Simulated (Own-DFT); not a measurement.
Si2SnGe5 (diamond-structure random alloy, strained, atoms displaced) (calculated)

Computed with Own-DFT development build. A calculation, not a measurement: plane-wave density functional theory by an unreviewed code, no spin, of a simulated periodic cell, stress positive in tension, run twice, with PBE and with PBEsol, both on files made for PBE, so the change isn't that of files made for PBEsol, forces on such cells moved up to 12 meV/angstrom on a denser k mesh; the far tail of each file's local potential was reset to the Coulomb form; each entry is a single point on an unrelaxed cell, so the pressure reflects the starting lattice, mostly measured values (interpolated for alloys), from which strain is counted, and rises with the displacements; printed positions are rounded, which can move forces by about a meV/angstrom; the program, named Own-DFT, is a retired in-house code; no spin-orbit coupling; stress was not checked against mesh or cutoff.

Common to all runs: functional PBE, then PBEsol; potential files PseudoDojo norm-conserving, scalar-relativistic, standard set; wave cutoff 49 hartree; occupations Fermi-Dirac; smearing width 0.1 eV; k mesh 3 x 3 x 3 centred on Gamma.

(1) Si2SnGe5 (diamond-structure random alloy, strained, atoms displaced)

```
Si2SnGe5
1.0
     11.5244     0.0000     0.0000
      0.0000    11.5244     0.0000
      0.0000     0.0000    11.4103
Ge Sn Si Ge Si Ge Si Ge Sn Ge Sn Ge Si Sn Ge Si Ge Si Ge Si Sn Ge Si Ge Sn Ge Si Ge Sn Ge
3 2 1 4 1 8 6 4 1 4 1 2 1 1 3 1 1 1 1 1 1 1 3 5 1 1 1 2 1 1
Direct
  0.00563 0.00234 0.00379
  0.99216 0.24959 0.25166
  0.25258 0.01055 0.25048
  0.24636 0.24960 0.00103
  0.13057 0.12355 0.12956
  0.12972 0.37305 0.37181
  0.37620 0.12625 0.37265
  0.37378 0.37126 0.12070
  0.99507 0.00005 0.49391
  0.00194 0.24947 0.74677
  0.25092 0.00434 0.74103
  0.24849 0.24751 0.49700
  0.12233 0.11864 0.63034
  0.11744 0.37925 0.87984
  0.37060 0.13155 0.87336
  0.37429 0.37521 0.63019
  0.99700 0.49202 0.00613
  0.00152 0.74813 0.25138
  0.25205 0.49956 0.25034
  0.25608 0.75024 0.99722
  0.12433 0.62606 0.11764
  0.12848 0.87725 0.37872
  0.38134 0.62693 0.37399
  0.38162 0.87568 0.11895
  0.00470 0.49953 0.49644
  0.00436 0.75042 0.74922
  0.24779 0.50064 0.74850
  0.24713 0.74691 0.50068
  0.12346 0.62226 0.62713
  0.12420 0.87090 0.86850
  0.37612 0.61826 0.87324
  0.37131 0.87256 0.62628
  0.49858 0.99683 0.99968
  0.50062 0.24852 0.25244
  0.74758 0.00253 0.25203
  0.75367 0.24958 0.00102
  0.62391 0.12564 0.12576
  0.61793 0.37677 0.37520
  0.88051 0.12436 0.37239
  0.86874 0.37159 0.12568
  0.49672 0.99963 0.50083
  0.49136 0.24932 0.75763
  0.74919 0.99675 0.74754
  0.74357 0.24707 0.50196
  0.62417 0.12249 0.62611
  0.62355 0.37231 0.87013
  0.87745 0.12370 0.87247
  0.87697 0.37181 0.62643
  0.49356 0.49334 0.99971
  0.50196 0.74464 0.24815
  0.75742 0.49262 0.24500
  0.75321 0.74315 0.99200
  0.61976 0.61934 0.13033
  0.62737 0.86762 0.37652
  0.87459 0.61786 0.37431
  0.87232 0.87331 0.12645
  0.50671 0.49938 0.49383
  0.50746 0.75178 0.75653
  0.74448 0.50509 0.75132
  0.74260 0.75517 0.50730
  0.61896 0.61731 0.62654
  0.63176 0.87422 0.87700
  0.87672 0.62682 0.87591
  0.87852 0.87749 0.62330
```

- PBE pressure: 3.18 GPa
- PBE stress xx: -2.96 GPa
- PBE stress yy: -2.98 GPa
- PBE stress zz: -3.58 GPa
- PBE stress yz: 0.17 GPa
- PBE stress xz: -0.36 GPa
- PBE stress xy: -0.15 GPa
- PBEsol pressure: 0.64 GPa
- PBEsol stress xx: -0.42 GPa
- PBEsol stress yy: -0.45 GPa
- PBEsol stress zz: -1.04 GPa
- PBEsol stress yz: 0.16 GPa
- PBEsol stress xz: -0.34 GPa
- PBEsol stress xy: -0.14 GPa
- rms change of force components from PBE to PBEsol: 0.047 eV/Å

Force:
| force element | PBE force x (eV/Å) | PBE force y (eV/Å) | PBE force z (eV/Å) | PBEsol force x (eV/Å) | PBEsol force y (eV/Å) | PBEsol force z (eV/Å) |
| --- | --- | --- | --- | --- | --- | --- |
| Ge | -2.235 | -0.637 | -0.772 | -2.142 | -0.642 | -0.721 |
| Ge | 1.851 | 2.488 | -0.764 | 1.767 | 2.379 | -0.768 |
| Ge | 1.6 | -3.282 | 1.468 | 1.552 | -3.106 | 1.429 |
| Sn | 0.734 | 1.71 | -1.731 | 0.728 | 1.668 | -1.681 |
| Sn | -2.776 | -0.12 | 0.984 | -2.699 | -0.125 | 0.957 |
| Si | -0.699 | 0.375 | 0.247 | -0.646 | 0.328 | 0.208 |
| Ge | 0.271 | 0.062 | 0.639 | 0.253 | 0.057 | 0.609 |
| Ge | 0.954 | 0.891 | 1.733 | 0.927 | 0.869 | 1.672 |
| Ge | 2.193 | -1.511 | 1.626 | 2.095 | -1.436 | 1.612 |
| Ge | 0.657 | -1.174 | 1.778 | 0.661 | -1.109 | 1.697 |
| Si | 0.779 | -0.03 | 0.441 | 0.761 | -0.027 | 0.427 |
| Ge | -0.217 | 0.181 | 0.446 | -0.177 | 0.141 | 0.451 |
| Ge | 0.143 | 0.353 | -1.05 | 0.099 | 0.387 | -1.051 |
| Ge | 0.039 | 0.086 | -1.41 | 0.036 | 0.079 | -1.365 |
| Ge | 0.436 | -2.357 | -0.697 | 0.454 | -2.237 | -0.657 |
| Ge | -0.009 | -0.06 | -0.986 | -0.016 | -0.065 | -0.936 |
| Ge | 0.5 | 0.571 | 0.685 | 0.463 | 0.513 | 0.623 |
| Ge | 0.378 | 0.098 | -0.132 | 0.302 | 0.097 | -0.13 |
| Ge | -0.125 | 0.462 | -0.216 | -0.092 | 0.411 | -0.243 |
| Si | 0.367 | -0.887 | 0.866 | 0.358 | -0.876 | 0.778 |
| Si | 0.56 | 0.102 | 0.564 | 0.509 | 0.065 | 0.578 |
| Si | -0.055 | -0.131 | -0.553 | -0.059 | -0.123 | -0.536 |
| Si | -0.465 | -0.066 | -0.143 | -0.491 | -0.11 | -0.095 |
| Si | -0.738 | -0.753 | 0.976 | -0.711 | -0.663 | 0.95 |
| Si | 0.624 | -0.01 | -0.613 | 0.58 | 0.03 | -0.571 |
| Ge | -1.075 | -0.702 | -2.266 | -1.032 | -0.681 | -2.196 |
| Ge | -0.219 | -0.218 | 0.464 | -0.207 | -0.202 | 0.451 |
| Ge | 0.354 | 0.055 | -0.41 | 0.344 | 0.054 | -0.327 |
| Ge | -0.192 | -0.084 | -0.783 | -0.151 | -0.046 | -0.718 |
| Sn | 1.648 | 1.482 | 1.029 | 1.527 | 1.433 | 0.992 |
| Ge | -0.891 | 0.095 | 0.972 | -0.836 | 0.057 | 0.92 |
| Ge | -0.4 | 0.797 | -0.515 | -0.36 | 0.748 | -0.534 |
| Ge | 0.24 | 0.619 | -0.424 | 0.271 | 0.636 | -0.437 |
| Ge | -0.012 | 0.656 | -0.335 | -0.051 | 0.595 | -0.357 |
| Sn | -1.17 | -1.779 | -1.118 | -1.13 | -1.731 | -1.091 |
| Ge | -0.483 | -0.602 | -0.982 | -0.488 | -0.547 | -0.91 |
| Ge | -0.897 | 0.787 | -1.054 | -0.867 | 0.765 | -1.011 |
| Si | 1.503 | -0.551 | -0.719 | 1.444 | -0.567 | -0.675 |
| Sn | -0.814 | 1.464 | 1.767 | -0.79 | 1.419 | 1.716 |
| Ge | 0.562 | -0.113 | 0.112 | 0.58 | -0.157 | 0.064 |
| Ge | 0.407 | -0.214 | 0.084 | 0.363 | -0.232 | 0.052 |
| Ge | 1.352 | -0.152 | -1.26 | 1.275 | -0.113 | -1.186 |
| Si | 0.328 | 0.805 | 0.214 | 0.324 | 0.714 | 0.211 |
| Ge | -1.32 | 0.139 | -0.3 | -1.217 | 0.138 | -0.292 |
| Si | -0.362 | -0.103 | 0.418 | -0.385 | -0.068 | 0.368 |
| Ge | 0.117 | 0.192 | 0.742 | 0.1 | 0.195 | 0.724 |
| Si | -0.144 | -0.271 | 0.059 | -0.103 | -0.234 | 0.092 |
| Sn | -0.654 | 1.157 | -0.763 | -0.664 | 1.08 | -0.704 |
| Ge | 0.817 | 0.181 | -0.053 | 0.781 | 0.17 | -0.057 |
| Si | -0.483 | 0.724 | 0.231 | -0.397 | 0.714 | 0.214 |
| Si | -1.516 | 0.521 | 1.083 | -1.449 | 0.534 | 1.029 |
| Si | -1.709 | 1.752 | 2.617 | -1.682 | 1.726 | 2.565 |
| Ge | 0.926 | -0.09 | -0.798 | 0.877 | -0.12 | -0.81 |
| Ge | -1.357 | -0.414 | 0.485 | -1.315 | -0.336 | 0.465 |
| Ge | -0.256 | 0.562 | 0.449 | -0.218 | 0.577 | 0.404 |
| Ge | 0.667 | -1.007 | -1.264 | 0.679 | -0.948 | -1.193 |
| Ge | -1.253 | 0.096 | 0.31 | -1.214 | 0.113 | 0.377 |
| Sn | -1.155 | -0.296 | -0.648 | -1.123 | -0.301 | -0.632 |
| Ge | -0.545 | -0.863 | -0.265 | -0.54 | -0.842 | -0.259 |
| Si | 0.762 | -1.215 | -0.11 | 0.743 | -1.18 | -0.106 |
| Ge | 1.237 | 0.412 | -1.161 | 1.184 | 0.371 | -1.093 |
| Ge | 1.321 | 1.169 | 1.078 | 1.216 | 1.121 | 1.036 |
| Sn | 0.652 | -0.944 | -0.395 | 0.675 | -0.967 | -0.44 |
| Ge | -0.753 | -0.408 | 0.121 | -0.674 | -0.394 | 0.112 |

(2) Si2SnGe5 (diamond-structure random alloy, strained, atoms displaced)

```
Si2SnGe5
1.0
     11.5244     0.0000     0.0000
      0.0000    11.5244     0.0000
      0.0000     0.0000    11.4103
Ge Si Ge Si Ge Si Ge Si Ge Sn Ge Si Sn Si Sn Ge Sn Ge Sn Si Ge Si Ge Si Ge Sn Ge Si Ge Si Ge Sn Ge Si Ge Si Ge Si Sn Ge Si
2 1 1 1 2 1 1 1 2 1 2 1 1 1 1 1 1 1 1 1 3 1 4 2 2 1 1 1 2 1 3 1 8 1 1 1 3 1 1 1 1
Direct
  0.99824 0.00672 0.00494
  0.00108 0.25175 0.25819
  0.25305 0.00214 0.25732
  0.24597 0.26403 0.00227
  0.12373 0.12649 0.13056
  0.12775 0.37527 0.36882
  0.37589 0.12238 0.37672
  0.37734 0.37276 0.12134
  0.00101 0.99532 0.49039
  0.00769 0.24425 0.75250
  0.26389 0.99900 0.74488
  0.24887 0.24039 0.50146
  0.12949 0.13128 0.63539
  0.12197 0.38001 0.87090
  0.37675 0.12494 0.87488
  0.37428 0.37202 0.62626
  0.00571 0.49848 0.99467
  0.00003 0.75761 0.25079
  0.24860 0.49854 0.25765
  0.24837 0.74666 0.99917
  0.11977 0.62003 0.11942
  0.12046 0.87125 0.37370
  0.37054 0.62345 0.37673
  0.37733 0.87780 0.12701
  0.00327 0.49627 0.50255
  0.99726 0.74689 0.74963
  0.24759 0.50002 0.74536
  0.25034 0.74524 0.49718
  0.12899 0.61941 0.63689
  0.12647 0.88272 0.87441
  0.38009 0.63217 0.87755
  0.37116 0.87500 0.62989
  0.50276 0.99372 0.00270
  0.50000 0.25201 0.24624
  0.74985 0.99791 0.25041
  0.75145 0.25274 0.00210
  0.62167 0.12451 0.12071
  0.62890 0.36868 0.36734
  0.87139 0.12436 0.37851
  0.86771 0.37415 0.12385
  0.50399 0.99939 0.50571
  0.50970 0.24640 0.75044
  0.75315 0.00046 0.74528
  0.75016 0.24154 0.49483
  0.62135 0.12421 0.62067
  0.62871 0.37223 0.87489
  0.87172 0.12460 0.87634
  0.87656 0.36608 0.62967
  0.49573 0.49726 0.00306
  0.50520 0.74692 0.24820
  0.74288 0.49146 0.24063
  0.75068 0.76018 0.00493
  0.62683 0.62924 0.12582
  0.63405 0.87354 0.37172
  0.87879 0.62569 0.37358
  0.87412 0.87699 0.12299
  0.49815 0.50515 0.49569
  0.49663 0.74805 0.75206
  0.74979 0.50684 0.74517
  0.74842 0.75272 0.49864
  0.62424 0.62581 0.62521
  0.62920 0.87668 0.86657
  0.87918 0.62711 0.87343
  0.87643 0.87364 0.62410
```

- PBE pressure: 3.45 GPa
- PBE stress xx: -3.24 GPa
- PBE stress yy: -3.22 GPa
- PBE stress zz: -3.9 GPa
- PBE stress yz: -0.56 GPa
- PBE stress xz: -0.03 GPa
- PBE stress xy: -0.29 GPa
- PBEsol pressure: 0.92 GPa
- PBEsol stress xx: -0.71 GPa
- PBEsol stress yy: -0.69 GPa
- PBEsol stress zz: -1.37 GPa
- PBEsol stress yz: -0.56 GPa
- PBEsol stress xz: -0.03 GPa
- PBEsol stress xy: -0.28 GPa
- rms change of force components from PBE to PBEsol: 0.052 eV/Å

Force:
| force element | PBE force x (eV/Å) | PBE force y (eV/Å) | PBE force z (eV/Å) | PBEsol force x (eV/Å) | PBEsol force y (eV/Å) | PBEsol force z (eV/Å) |
| --- | --- | --- | --- | --- | --- | --- |
| Ge | 0.49 | -0.103 | -0.175 | 0.427 | -0.133 | -0.205 |
| Ge | -0.826 | -0.699 | -0.705 | -0.788 | -0.612 | -0.679 |
| Si | -0.379 | -0.455 | -1.034 | -0.369 | -0.443 | -0.939 |
| Ge | 0.093 | -1.458 | -0.092 | 0.072 | -1.405 | -0.15 |
| Si | 0.516 | 0.175 | 0.212 | 0.467 | 0.207 | 0.178 |
| Ge | -1.414 | -1.791 | 2.671 | -1.385 | -1.737 | 2.59 |
| Ge | 0.533 | 0.274 | -0.242 | 0.509 | 0.271 | -0.164 |
| Si | 0.369 | -0.195 | 0.613 | 0.326 | -0.155 | 0.555 |
| Ge | -0.966 | 0.416 | 1.092 | -0.888 | 0.381 | 1.048 |
| Si | -2.396 | 1.747 | 1.89 | -2.354 | 1.722 | 1.861 |
| Ge | -0.751 | 0.027 | 1.847 | -0.722 | 0.03 | 1.791 |
| Ge | 1.422 | 2.307 | -1.307 | 1.359 | 2.206 | -1.287 |
| Sn | -0.457 | -2.362 | -1.227 | -0.362 | -2.341 | -1.258 |
| Ge | 1.376 | -1.869 | -1.669 | 1.37 | -1.774 | -1.581 |
| Ge | 0.601 | 0.275 | 0.598 | 0.539 | 0.252 | 0.559 |
| Si | 0.765 | -0.031 | -0.425 | 0.684 | -0.03 | -0.417 |
| Sn | -3.758 | -1.925 | -1.071 | -3.651 | -1.871 | -1.058 |
| Si | -1.086 | -0.611 | 0.04 | -1.036 | -0.556 | 0.01 |
| Sn | 0.364 | -2.045 | -2.964 | 0.307 | -1.966 | -2.853 |
| Ge | 1.044 | 1.873 | -0.372 | 0.995 | 1.779 | -0.394 |
| Sn | 1.118 | 3.547 | 2.577 | 1.131 | 3.419 | 2.468 |
| Ge | 1.31 | -0.07 | -0.177 | 1.239 | -0.02 | -0.132 |
| Sn | 2.479 | 2.144 | 1.084 | 2.413 | 2.076 | 0.969 |
| Si | -0.246 | -0.134 | 0.016 | -0.243 | -0.204 | 0.023 |
| Ge | -0.289 | 0.217 | -0.165 | -0.246 | 0.176 | -0.133 |
| Ge | 0.446 | 1.073 | -0.144 | 0.455 | 0.99 | -0.101 |
| Ge | 1.777 | -0.725 | 1.052 | 1.658 | -0.666 | 1.04 |
| Si | -1.541 | 1.537 | 1.905 | -1.515 | 1.506 | 1.871 |
| Ge | -0.778 | 1.216 | -1.962 | -0.771 | 1.137 | -1.863 |
| Ge | 0.02 | -0.383 | -0.083 | 0.023 | -0.386 | -0.079 |
| Ge | -0.854 | -1.233 | 0.052 | -0.83 | -1.181 | 0.052 |
| Ge | 0.727 | -1.256 | -1.626 | 0.731 | -1.174 | -1.53 |
| Si | -2.074 | -0.071 | -0.547 | -1.991 | -0.036 | -0.578 |
| Si | -1.209 | 0.416 | 0.631 | -1.138 | 0.376 | 0.658 |
| Ge | 1.08 | 0.317 | 0.463 | 1.018 | 0.266 | 0.42 |
| Ge | 1.41 | -0.77 | -0.128 | 1.369 | -0.741 | -0.119 |
| Sn | 0.048 | -0.103 | 0.588 | 0.134 | -0.092 | 0.574 |
| Ge | -1.054 | 0.408 | 0.8 | -0.961 | 0.401 | 0.759 |
| Si | 0.665 | -0.595 | -0.762 | 0.652 | -0.58 | -0.744 |
| Ge | 0.996 | -0.63 | 0.521 | 0.941 | -0.611 | 0.501 |
| Ge | -0.484 | -0.866 | -0.921 | -0.463 | -0.819 | -0.881 |
| Si | -1.978 | -0.454 | -1.031 | -1.912 | -0.484 | -0.984 |
| Ge | 1.154 | 0.996 | -1.324 | 1.084 | 0.99 | -1.246 |
| Ge | -0.006 | 0.558 | 0.545 | -0.047 | 0.566 | 0.563 |
| Ge | 0.629 | 0.371 | 0.604 | 0.64 | 0.317 | 0.545 |
| Sn | -0.336 | 1.075 | -0.386 | -0.278 | 1.081 | -0.321 |
| Ge | 0.617 | 0.458 | -0.264 | 0.573 | 0.417 | -0.223 |
| Ge | 0.1 | 0.251 | -0.313 | 0.077 | 0.278 | -0.333 |
| Ge | -0.088 | 0.903 | 0.343 | -0.05 | 0.917 | 0.3 |
| Ge | -0.2 | 1.405 | -0.267 | -0.154 | 1.331 | -0.247 |
| Ge | 0.785 | 1.408 | 0.937 | 0.739 | 1.324 | 0.873 |
| Ge | 0.685 | -1.808 | -0.133 | 0.67 | -1.745 | -0.124 |
| Ge | -0.078 | -0.57 | -0.624 | -0.083 | -0.555 | -0.589 |
| Ge | -1.131 | 0.109 | 0.352 | -1.083 | 0.1 | 0.341 |
| Si | -0.232 | -0.116 | -0.155 | -0.254 | -0.143 | -0.121 |
| Ge | 0.748 | 0.187 | 0.943 | 0.683 | 0.21 | 0.881 |
| Si | 1.555 | -1.858 | 1.874 | 1.515 | -1.821 | 1.777 |
| Ge | 0.084 | -0.672 | -1.478 | 0.05 | -0.623 | -1.394 |
| Ge | 0.662 | 0.244 | -0.39 | 0.682 | 0.202 | -0.334 |
| Ge | 0.699 | -0.823 | 0.563 | 0.643 | -0.755 | 0.512 |
| Si | -0.515 | -0.008 | -0.759 | -0.475 | 0.029 | -0.708 |
| Sn | -0.777 | 0.009 | 0.796 | -0.721 | -0.021 | 0.744 |
| Ge | -1.617 | 0.735 | -0.229 | -1.549 | 0.712 | -0.237 |
| Si | 0.152 | 0.009 | -0.461 | 0.147 | 0.011 | -0.454 |

(3) Si2SnGe5 (diamond-structure random alloy, strained, atoms displaced)

```
Si2SnGe5
1.0
     11.2106     0.0000     0.0000
      0.0000    11.2106     0.0000
      0.0000     0.0000    11.4103
Ge Si Sn Ge Si Ge Sn Ge Si Ge Si Ge Sn Ge Si Ge Si Ge Sn Ge Si Sn Ge Si Ge Si Ge Sn Ge Si Ge Si Ge Si Ge Sn Si Ge Si Sn
3 1 1 2 1 3 1 4 1 4 3 5 1 1 1 2 1 1 1 1 1 1 1 1 1 1 1 1 2 1 5 1 2 1 1 1 1 1 1 1
Direct
  0.00460 0.99740 0.00461
  0.00012 0.25531 0.24588
  0.24911 0.99561 0.25288
  0.25601 0.24965 0.99860
  0.12588 0.13188 0.12518
  0.12309 0.37327 0.37029
  0.37242 0.12834 0.37913
  0.37116 0.37646 0.12917
  0.00515 0.99468 0.50376
  0.00664 0.24854 0.73928
  0.24643 0.99841 0.74556
  0.25326 0.25057 0.49535
  0.12201 0.13268 0.62816
  0.12425 0.37877 0.87204
  0.37180 0.12593 0.87125
  0.38232 0.37090 0.62482
  0.00143 0.49969 0.99833
  0.00779 0.74555 0.23763
  0.24502 0.49862 0.24394
  0.25831 0.75580 0.00145
  0.12458 0.62700 0.12285
  0.12432 0.87327 0.38200
  0.38429 0.63776 0.37447
  0.36843 0.88106 0.12625
  0.00289 0.49714 0.49791
  0.99872 0.75321 0.74357
  0.24620 0.50121 0.74963
  0.25104 0.75465 0.50640
  0.12608 0.62266 0.62630
  0.12502 0.87177 0.86923
  0.37462 0.62705 0.88110
  0.37135 0.87486 0.62442
  0.49959 0.00143 0.99532
  0.50620 0.24881 0.25629
  0.74874 0.00352 0.25127
  0.74608 0.25244 0.99459
  0.62439 0.11724 0.12102
  0.62713 0.37407 0.37691
  0.87388 0.12126 0.37790
  0.86696 0.37882 0.12743
  0.49962 0.00737 0.50153
  0.49684 0.24990 0.74987
  0.74821 0.00628 0.74529
  0.75504 0.25510 0.50007
  0.62597 0.11937 0.63143
  0.62037 0.36808 0.88224
  0.87860 0.12067 0.87543
  0.87663 0.37939 0.63153
  0.49717 0.50224 0.00410
  0.50323 0.75215 0.24915
  0.74678 0.49700 0.24286
  0.75192 0.75566 0.99711
  0.62387 0.62075 0.13056
  0.63100 0.87255 0.38100
  0.87897 0.62199 0.37864
  0.87645 0.87903 0.13193
  0.49440 0.49852 0.49703
  0.49808 0.74493 0.75014
  0.74257 0.49654 0.74130
  0.74704 0.75163 0.50198
  0.63164 0.62583 0.62667
  0.63240 0.87879 0.86657
  0.87218 0.62510 0.87574
  0.87163 0.87467 0.63313
```

* PBE pressure: 7.88 GPa
* PBE stress xx: -8.36 GPa
* PBE stress yy: -8.22 GPa
* PBE stress zz: -7.07 GPa
* PBE stress yz: -0.32 GPa
* PBE stress xz: -0.39 GPa
* PBE stress xy: 1.73 GPa
* PBEsol pressure: 5.07 GPa
* PBEsol stress xx: -5.54 GPa
* PBEsol stress yy: -5.4 GPa
* PBEsol stress zz: -4.27 GPa
* PBEsol stress yz: -0.31 GPa
* PBEsol stress xz: -0.37 GPa
* PBEsol stress xy: 1.65 GPa
* rms change of force components from PBE to PBEsol: 0.055 eV/Å

Force:
| force element | PBE force x (eV/Å) | PBE force y (eV/Å) | PBE force z (eV/Å) | PBEsol force x (eV/Å) | PBEsol force y (eV/Å) | PBEsol force z (eV/Å) |
| --- | --- | --- | --- | --- | --- | --- |
| Ge | -1.769 | -0.112 | -0.402 | -1.73 | -0.11 | -0.394 |
| Ge | -1.141 | -0.693 | 2.558 | -1.072 | -0.64 | 2.46 |
| Ge | 0.286 | -0.373 | 1.143 | 0.274 | -0.292 | 1.113 |
| Si | 0.602 | 1.579 | -0.756 | 0.561 | 1.505 | -0.791 |
| Sn | 0.937 | -0.462 | -0.175 | 0.859 | -0.492 | -0.126 |
| Ge | -0.518 | 1.105 | -0.493 | -0.509 | 1.075 | -0.486 |
| Ge | 1.936 | -2.12 | -2.329 | 1.897 | -2.054 | -2.251 |
| Si | 0.835 | -0.423 | -0.682 | 0.813 | -0.413 | -0.586 |
| Ge | -0.006 | 1.408 | -1.024 | -0.015 | 1.378 | -0.924 |
| Ge | -1.644 | 0.967 | 2.383 | -1.586 | 0.94 | 2.296 |
| Ge | 1.302 | 1.258 | -0.978 | 1.226 | 1.261 | -0.913 |
| Sn | -1.293 | 0.966 | 1.307 | -1.255 | 0.935 | 1.269 |
| Ge | 0.788 | -2.223 | -1 | 0.756 | -2.159 | -0.955 |
| Ge | 0.133 | -0.794 | 0.747 | 0.143 | -0.774 | 0.651 |
| Ge | 0.068 | 0.12 | -0.172 | 0.067 | 0.05 | -0.164 |
| Ge | -0.036 | 1.189 | 1.118 | -0.068 | 1.192 | 1.03 |
| Si | -0.031 | 1.133 | -0.88 | 0.009 | 1.08 | -0.831 |
| Ge | -1.184 | 0.85 | 2.63 | -1.141 | 0.822 | 2.474 |
| Ge | 0.88 | 0.825 | 0.955 | 0.779 | 0.808 | 0.928 |
| Ge | -0.073 | -0.751 | 1.003 | -0.11 | -0.778 | 0.925 |
| Ge | 0.905 | -0.89 | -1.571 | 0.9 | -0.827 | -1.472 |
| Si | 0.244 | -0.457 | -0.974 | 0.242 | -0.448 | -0.944 |
| Si | -1.454 | -1.127 | 0.187 | -1.417 | -1.103 | 0.189 |
| Si | 1.358 | -0.336 | -0.014 | 1.328 | -0.325 | -0.017 |
| Ge | -0.281 | 0.263 | 0.072 | -0.238 | 0.22 | 0.108 |
| Ge | 0.226 | -3.639 | 1.376 | 0.247 | -3.5 | 1.308 |
| Ge | 1.188 | -0.136 | 0.156 | 1.13 | -0.13 | 0.152 |
| Ge | 0.101 | -0.532 | -0.904 | 0.061 | -0.549 | -0.85 |
| Ge | -0.271 | 0.343 | -0.578 | -0.26 | 0.337 | -0.555 |
| Sn | 0.079 | -0.074 | 1.088 | 0.079 | -0.06 | 1.056 |
| Ge | 0.541 | -0.458 | -0.574 | 0.457 | -0.43 | -0.547 |
| Si | 1.18 | 0.226 | 0.476 | 1.114 | 0.257 | 0.432 |
| Ge | -1.668 | -1.884 | -1.208 | -1.588 | -1.788 | -1.206 |
| Ge | -1.511 | 0.75 | -0.192 | -1.443 | 0.708 | -0.149 |
| Si | 1.367 | -1.21 | 1.727 | 1.304 | -1.232 | 1.649 |
| Ge | 2.624 | -2.527 | 0.582 | 2.544 | -2.456 | 0.571 |
| Sn | 0.345 | 1.077 | 0.592 | 0.288 | 1.098 | 0.52 |
| Ge | 0.232 | 0.235 | 0.355 | 0.176 | 0.251 | 0.302 |
| Si | 0.218 | 0.496 | -0.137 | 0.289 | 0.485 | -0.124 |
| Sn | 1.783 | -0.873 | -2.077 | 1.693 | -0.888 | -1.975 |
| Ge | -0.166 | -1.254 | 0.102 | -0.133 | -1.186 | 0.074 |
| Si | -0.303 | -1.296 | -0.677 | -0.302 | -1.284 | -0.667 |
| Ge | 0.073 | 0.745 | 2.121 | 0.062 | 0.711 | 2.062 |
| Si | 0.001 | -0.884 | 0.336 | -0.029 | -0.821 | 0.363 |
| Ge | -0.663 | 2.307 | -1.237 | -0.636 | 2.168 | -1.197 |
| Sn | -1.527 | 2.035 | -1.762 | -1.396 | 1.967 | -1.706 |
| Ge | 0.07 | 0.675 | -0.13 | 0.055 | 0.652 | -0.13 |
| Ge | 0.072 | -0.59 | -1.286 | 0.098 | -0.55 | -1.217 |
| Si | -0.989 | 0.273 | 1.109 | -0.936 | 0.31 | 1.056 |
| Ge | -0.311 | 0.903 | -0.31 | -0.23 | 0.869 | -0.302 |
| Ge | -1.123 | 2.272 | 3.582 | -1.129 | 2.18 | 3.44 |
| Ge | 0.057 | -0.61 | 0.513 | 0.035 | -0.547 | 0.518 |
| Ge | -0.319 | 0.859 | -1.353 | -0.276 | 0.854 | -1.263 |
| Ge | -2.146 | 2.556 | -2.424 | -2.113 | 2.452 | -2.323 |
| Si | 0.363 | -0.409 | -1.653 | 0.36 | -0.409 | -1.62 |
| Ge | -0.413 | -0.049 | -0.243 | -0.354 | -0.088 | -0.282 |
| Ge | 1.011 | 1.102 | 0.224 | 0.99 | 0.998 | 0.221 |
| Si | 0.388 | 0.51 | -0.434 | 0.372 | 0.501 | -0.355 |
| Ge | 0.859 | 1.102 | 1.233 | 0.87 | 1.004 | 1.197 |
| Sn | 0.605 | -2.581 | -1.05 | 0.588 | -2.416 | -1.034 |
| Si | -2.805 | -1.05 | 0.572 | -2.712 | -1.073 | 0.534 |
| Ge | -1.402 | -0.708 | 0.291 | -1.321 | -0.649 | 0.318 |
| Si | 0.462 | -0.394 | -0.433 | 0.413 | -0.346 | -0.457 |
| Sn | 0.928 | 1.786 | -0.422 | 0.917 | 1.745 | -0.403 |
